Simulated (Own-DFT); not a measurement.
# Biaxial strain at fixed height in diamond-structure GeSn with randomly placed atoms, 64 atoms (Ge56Sn8)

Everything here is calculated. The program is Own-DFT (plane waves, in-house, since retired, never reviewed by a person); positions were held fixed, and spin and spin-orbit coupling were off.

All runs used: PBE; PseudoDojo norm-conserving scalar-relativistic files; cutoff 49 hartree; 3 x 3 x 3 k mesh centred on Gamma; Fermi-Dirac smearing of 0.1 eV.

Keep in mind: forces on such cells moved up to 12 meV/angstrom on a denser k mesh; stress not checked against mesh or cutoff.

Unstrained cell vectors in Å: (11.524, 0.000, 0.000); (0.000, 11.524, 0.000); (0.000, 0.000, 11.524). The unstrained cell has measured lattice constants (interpolated for alloys), not those of this functional. That, the random moves and any unrelaxed bonds set the pressure at no strain. Each run strains x and y alike by e, as a substrate would, and holds the height along z. All atoms carry random offsets, Gaussian with a width of 0.05 Å per axis. The random placing of the alloy's atoms differs from row to row. Stress is positive in tension.

```
e (%)  u (Å)  (s_xx + s_yy)/2 (GPa)  s_zz (GPa)
-3.00  0.049                 -10.90       -9.25
-0.75  0.051                  -6.67       -6.26
-0.25  0.048                  -5.77       -5.49
 0.25  0.051                  -4.83       -4.93
 0.75  0.051                  -4.13       -4.41
 1.00  0.049                  -3.50       -3.99
 1.25  0.050                  -3.38       -4.10
 1.50  0.048                      ?           ?
 2.00  0.052                  -2.16       -3.29
 2.25  0.049                  -1.79       -2.99
```

## Fit

With e as a fraction, the in-plane stress is -5.3 + 170 e - 571 e² GPa (errors 2 and 114, scatter 0.09), and s_zz is -5.2 + 114 e - 674 e² GPa (slope ± 3, scatter 0.12). At e = 0 the first slope is C11 + C12 and the second 2 C12, both with the ions held to the strained lattice and at the cell's own pressure. The term in e² is negative: the layer stiffens under compression and softens under tension. A free layer would change its height as e changes, and the in-plane slope would drop by 2 C12²/C11 to the biaxial modulus. At fixed height, a misfit of 1 % moves the in-plane stress by about 1.7 GPa and s_zz by 1.1 GPa.

## Prediction

Asked: what are the two stresses at e = 1.50 %?

The fitted form gives -2.9 and -3.7 GPa. The calculation gave -2.70 and -3.51 GPa.
